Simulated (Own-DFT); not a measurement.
# One host, several defects: C40 NbSi2

Calculated, not measured: single-point runs of Own-DFT, a retired in-house plane-wave DFT program that no person has reviewed, on unrelaxed cells, without spin or spin-orbit coupling.

All runs used: PBE; PseudoDojo norm-conserving scalar-relativistic files; cutoff 42 hartree; 4 x 4 x 5 k mesh centred on Gamma; cold (Marzari-Vanderbilt) smearing of 0.2 eV.

Known weak points: forces on such cells failed a check on a denser k mesh; stress not checked against mesh or cutoff.

All runs share one cell, with vectors in Å (0.000, 8.324, 0.000); (-9.613, 0.000, 0.000); (0.000, 0.000, 6.586) and a volume of 527.0 Å³. u is the rms random offset of the atoms per axis. The defect's site can differ from row to row.

```
                    cell   formula   u (Å)  P (GPa)
               no defect  Nb12Si24  0.0197     1.49
               no defect  Nb12Si24  0.0221     1.58
               no defect  Nb12Si24  0.0538     2.95
        two Nb vacancies  Nb10Si24  0.0313     0.42
        two Nb vacancies  Nb10Si24  0.0316     0.21
        two Nb vacancies  Nb10Si24  0.0466     0.56
two Nb on a Si site each  Nb14Si22  0.0273     7.42
two Nb on a Si site each  Nb14Si22  0.0325     7.65
two Nb on a Si site each  Nb14Si22  0.0535        ?
two Nb on a Si site each  Nb14Si22  0.0537     8.42
          one Si vacancy  Nb12Si23  0.0309     0.85
          one Si vacancy  Nb12Si23  0.0488     1.59
          one Si vacancy  Nb12Si23  0.0505     2.02
two Si on a Nb site each  Nb10Si26  0.0298     1.62
two Si on a Nb site each  Nb10Si26  0.0308     1.68
two Si on a Nb site each  Nb10Si26  0.0587     2.97
```

## Analysis

P = P0 + c u² + a shift for each defect gives P0 = 1.36 GPa, c = 517 ± 43 GPa/Å² and a scatter of 0.16 GPa. The shifts, and each times the cell's volume:

- two Nb on a Si site each: 5.67 ± 0.13 GPa, 18.7 eV (9.3 eV for each of its 2 sites)
- two Si on a Nb site each: -0.17 ± 0.13 GPa, -0.6 eV (-0.3 eV for each of its 2 sites) (not resolved)
- one Si vacancy: -0.88 ± 0.13 GPa, -2.9 eV
- two Nb vacancies: -1.67 ± 0.13 GPa, -5.5 eV (-2.8 eV for each of its 2 sites)

A positive shift means that the defect pushes the cell outwards. Shift times volume (160.2 GPa Å³ is 1 eV) depends little on the cell's size, so, taken for each site, it can be compared between cells at like pressure. The atoms around the defects weren't relaxed, which would change these numbers.

## The run left out

Q: what pressure belongs in the blank (two Nb on a Si site each, u = 0.0535 Å)?

From the fit: 8.51 ± 0.19 GPa. DFT gave 8.84 GPa.
